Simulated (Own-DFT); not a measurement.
# What a defect does to the pressure of its cell: zincblende InP

Everything here is calculated. The program is Own-DFT (plane waves, in-house, since retired, never reviewed by a person); positions were held fixed, and spin and spin-orbit coupling were off.

Common settings: PBE; PseudoDojo norm-conserving scalar-relativistic files; cutoff 36 hartree; 2 x 3 x 3 k mesh centred on Gamma; Fermi-Dirac smearing of 0.1 eV.

Caveats (not all hold for every row): not probed for a lower state with spin; forces on such cells failed a check on a denser k mesh; forces not confirmed at this smearing and k mesh; stress not checked against mesh or cutoff.

All runs share one cell, with vectors in Å (17.606, 0.000, 0.000); (0.000, 11.737, 0.000); (0.000, 0.000, 11.737) and a volume of 2425.5 Å³. The atoms are randomly displaced, by u rms on each axis. The defect's site can differ from row to row.

```
                                      cell  formula   u (Å)  P (GPa)
                                 no defect  In48P48  0.0190     3.19
                                 no defect  In48P48  0.0197     3.20
                                 no defect  In48P48  0.0497     3.58
one In on a P site and one P on an In site  In48P48  0.0299     3.50
one In on a P site and one P on an In site  In48P48  0.0303     3.52
one In on a P site and one P on an In site  In48P48  0.0500     3.83
                  two P on an In site each  In46P50  0.0302     3.02
                  two P on an In site each  In46P50  0.0307     3.04
                  two P on an In site each  In46P50  0.0454        ?
                  two P on an In site each  In46P50  0.0495     3.29
```

## Working it out

P = P0 + c u² + a shift for each defect gives P0 = 3.12 GPa, c = 186 ± 6 GPa/Å² and a scatter of 0.01 GPa. The shifts, and each times the cell's volume:

- one In on a P site and one P on an In site: 0.22 ± 0.01 GPa, 3.4 eV
- two P on an In site each: -0.28 ± 0.01 GPa, -4.2 eV (-2.1 eV for each of its 2 sites)

A positive shift means that the defect pushes the cell outwards. Shift times volume (160.2 GPa Å³ is 1 eV) depends little on the cell's size, so, taken for each site, it can be compared between cells at like pressure. The atoms around the defects weren't relaxed, which would change these numbers.

## Check

Q: what pressure belongs in the blank (two P on an In site each, u = 0.0454 Å)?

The fitted form gives 3.23 ± 0.02 GPa. The calculation gave 3.21 GPa.
